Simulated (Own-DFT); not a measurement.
# Which arrangement is lower? In32P32, 64 atoms

Calculated results; nothing here was measured. They come from Own-DFT, an in-house plane-wave density functional program, since retired, whose code no person has reviewed. Each row is one single-point run on a periodic cell that was not relaxed, without spin or spin-orbit coupling.

Settings of every run: PBE; PseudoDojo norm-conserving scalar-relativistic files; cutoff 36 hartree; 3 x 3 x 3 k mesh centred on Gamma; Fermi-Dirac smearing of 0.1 eV.

Known limits, some of them of some rows only: not probed for a lower state with spin; forces on such cells moved up to 12 meV/angstrom on a denser k mesh; stress not checked against mesh or cutoff.

All cells hold the same atoms in the same cell, with vectors in Å (11.737, 0.000, 0.000); (0.000, 11.737, 0.000); (0.000, 0.000, 11.737). Every atom was moved at random from its ideal site; u is the rms move along one axis. The defect's site can differ from row to row. E is the free energy of the cell above the lowest run. The arrangements:

- A: zincblende InP
- B: zincblende InP, with one In on a P site and one P on an In site, 2.5 Å apart

| arrangement | u (Å) | E (eV) | P (GPa) |
|---|---|---|---|
| A | 0.0192 | 0.000 | 3.20 |
| A | 0.0200 | 0.059 | 3.21 |
| A | 0.0204 | 0.079 | 3.21 |
| A | 0.0521 | 1.853 | 3.52 |
| A | 0.0523 | 2.099 | 3.61 |
| A | 0.0533 | 2.093 | 3.60 |
| B | 0.0271 | 4.398 | 3.62 |
| B | 0.0288 | 4.605 | 3.66 |
| B | 0.0319 | 4.447 | 3.63 |
| B | 0.0503 | 5.732 | 3.89 |
| B | 0.0505 | 5.910 | 3.92 |
| B | 0.0505 | 6.299 | 4.03 |

Question: once the cost of the random moves is taken out, how do the arrangements rank?

## Worked answer

Fit E = a + b u², with one b for all and one a for each arrangement, and with residuals divided by u², since the noise grows with the moves. Then b = 840 eV/Å², the scatter at u = 0.04 Å is 0.16 eV, and against A:

- B: 4.08 ± 0.06 eV (higher)

These are energies of unrelaxed cells. Relaxing the atoms lowers the strained arrangements most, so the gaps would shrink and small ones could change sign.
